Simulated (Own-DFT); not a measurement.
Simulation results for SiC (4H silicon carbide, strained, atoms displaced)

All values are calculated (Own-DFT development build). A calculation, not a measurement: plane-wave PBE density functional theory by an unreviewed code, no spin, of a simulated periodic cell, stress positive in tension, free energy of the whole cell less one offset for each atom, forces on such cells passed a denser k mesh, this cell's mesh not checked; offsets are fitted by least squares, one for each functional and potential file, so energies compare only between cells with the same atoms and settings and are not formation energies; the far tail of each file's local potential was reset to the Coulomb form; each entry is a single point on an unrelaxed cell, so the pressure reflects the starting lattice, mostly measured values (interpolated for alloys), from which strain is counted, and rises with the displacements; printed positions are rounded, which can move forces by about a meV/angstrom; the program, named Own-DFT, is a retired in-house code; no spin-orbit coupling.

Entry: SiC (4H silicon carbide, strained, atoms displaced)

```
cell vectors (Å)
   9.1410    -0.0769    -0.0559
  -4.6371     7.9610     0.0877
  -0.0609     0.0751    10.1457
atoms (fractions of the cell vectors)
Si  0.00194  0.00449  0.41199
Si  0.09762  0.21700  0.15965
C   0.99281  0.99150  0.08984
C   0.10443  0.21660  0.35422
Si  0.99732  0.32601  0.41143
Si  0.10628  0.55780  0.15122
C   0.99219  0.33131  0.09473
C   0.10565  0.56248  0.34547
Si  0.00151  0.66809  0.40860
Si  0.11162  0.87860  0.16291
C   0.98810  0.65663  0.09621
C   0.10844  0.88418  0.34640
Si  0.34344  0.00834  0.40804
Si  0.44088  0.22566  0.15636
C   0.34231  0.01320  0.09505
C   0.44344  0.22289  0.34743
Si  0.33848  0.34758  0.41159
Si  0.43770  0.54832  0.15392
C   0.33442  0.34830  0.09490
C   0.45103  0.55877  0.33978
Si  0.32826  0.66286  0.40483
Si  0.44391  0.89132  0.15483
C   0.34003  0.67057  0.09422
C   0.44781  0.88680  0.33484
Si  0.67305  0.00163  0.40934
Si  0.78874  0.22835  0.14726
C   0.66823  0.99756  0.09358
C   0.76933  0.21489  0.34471
Si  0.67301  0.34201  0.41183
Si  0.78089  0.55908  0.16275
C   0.66670  0.32810  0.09490
C   0.77865  0.56528  0.34553
Si  0.67182  0.66947  0.39744
Si  0.76726  0.88866  0.15713
C   0.65714  0.66529  0.08745
C   0.77301  0.89058  0.34622
Si  0.99948  0.99412  0.90653
Si  0.89138  0.78713  0.66269
C   0.99997  0.00065  0.58854
C   0.89289  0.78023  0.84215
Si  0.99572  0.66831  0.91437
Si  0.88133  0.43176  0.65514
C   0.99001  0.66040  0.59642
C   0.88889  0.43901  0.83787
Si  0.01260  0.34487  0.90583
Si  0.89437  0.11379  0.66041
C   0.00469  0.33393  0.58820
C   0.88242  0.10396  0.84516
Si  0.66895  0.99317  0.91091
Si  0.55539  0.77989  0.65755
C   0.67210  0.99683  0.59629
C   0.54564  0.77097  0.85078
Si  0.66699  0.67207  0.90239
Si  0.55463  0.44321  0.65620
C   0.66660  0.66676  0.59735
C   0.55742  0.45436  0.84706
Si  0.67007  0.33697  0.90648
Si  0.56288  0.12443  0.65785
C   0.66613  0.33543  0.58701
C   0.55083  0.10907  0.84048
Si  0.33260  0.98543  0.89936
Si  0.21898  0.77664  0.65813
C   0.34425  0.99926  0.58760
C   0.22632  0.76966  0.84571
Si  0.33097  0.66853  0.90798
Si  0.21631  0.45036  0.66635
C   0.33423  0.66707  0.59449
C   0.22083  0.43866  0.83882
Si  0.32684  0.32756  0.90320
Si  0.21990  0.10122  0.65124
C   0.32857  0.33349  0.59601
C   0.21855  0.10433  0.84472
```

It was run with functional PBE, potential files PseudoDojo norm-conserving, scalar-relativistic, standard set, wave cutoff 42 hartree, occupations Fermi-Dirac, smearing width 0.1 eV, hardware one NVIDIA H100 and k mesh 4 x 4 x 3 centred on Gamma.

Question: What stress xx does the calculation give for SiC (4H silicon carbide, strained, atoms displaced)?
Answer: -10.89 GPa

Further results for SiC (4H silicon carbide, strained, atoms displaced):

| Item | Value |
| --- | --- |
| free energy of cell above offsets | -6.157 eV |
| pressure | 8.39 GPa |
| stress yy | -11.06 GPa |
| stress zz | -3.22 GPa |
| stress yz | 3.3 GPa |
| stress xz | -1.71 GPa |
| stress xy | -3.58 GPa |
| wall time | 343.2 s |

Force:
```csv
element,x (eV/Å),y (eV/Å),z (eV/Å)
Si,0.069,-2.373,-1.734
Si,1.868,-0.152,0.117
C,0.497,0.451,1.434
C,0.759,2.129,-2.1
Si,-1.26,1.105,-1.843
Si,1.669,-0.437,1.811
C,3.498,2.385,-1.697
C,1.41,-2.235,-0.933
Si,-0.796,0.226,1.141
Si,-0.951,2.047,-0.89
C,1.481,1.951,-0.855
C,0.173,1.671,0.41
Si,-0.05,-2.149,-1.523
Si,0.416,0.953,0.708
C,-0.747,-3.043,-1.175
C,-0.344,1.849,-0.417
Si,0.39,-2.402,-0.332
Si,0.411,3.396,1.019
C,-0.43,-5.137,-1.391
C,-1.559,-0.011,0.166
Si,0.707,1.123,-0.072
Si,0.418,0.607,0.02
C,-2.249,-0.639,-0.506
C,-0.611,0.357,2.404
Si,-1.68,-1.038,-0.07
Si,-4.197,-3.017,2.878
C,-1.284,1.487,-0.547
C,0.839,2.276,-0.404
Si,-0.423,-1.318,-2.877
Si,-2.807,-1.619,-0.99
C,-0.54,1.51,-0.221
C,1.556,-1.412,-0.346
Si,-1.413,0.825,2.705
Si,2.141,-1.17,0.265
C,1.671,0.229,1.265
C,1.636,0.345,-0.818
Si,-0.741,1.004,0.41
Si,0.207,-2.11,-1.981
C,0.103,-0.001,1.991
C,-0.372,-0.407,0.948
Si,0.777,-1.023,-2.072
Si,0.712,2.001,-0.376
C,0.706,0.844,0.157
C,-0.123,1.055,1.42
Si,-1.912,-2.956,0.298
Si,-0.209,-0.532,-0.496
C,-1.214,-0.203,2.291
C,1.644,1.54,0.03
Si,-1.786,0.493,-0.731
Si,0.419,-0.856,0.422
C,-1.057,1.63,-0.188
C,1.101,1.443,-1.812
Si,0.08,-0.52,1.022
Si,-0.572,0.726,0.503
C,-0.139,0.398,-0.867
C,0.707,-2.031,-0.875
Si,-0.958,-0.817,0.328
Si,0.945,-2.731,-0.446
C,-0.251,0.275,1.966
C,1.361,0.719,0.683
Si,-1.265,2.67,1.853
Si,0.51,-0.545,-1.067
C,-1.504,-0.011,1.749
C,-3.001,0.281,-0.505
Si,1.709,-2.01,1.028
Si,1.853,-0.624,-3.497
C,-0.825,0.112,-0.11
C,0.055,1.44,2.411
Si,1.337,0.458,0.782
Si,0.385,1.578,0.515
C,0.172,0.098,0.487
C,0.879,-0.157,-0.874
```
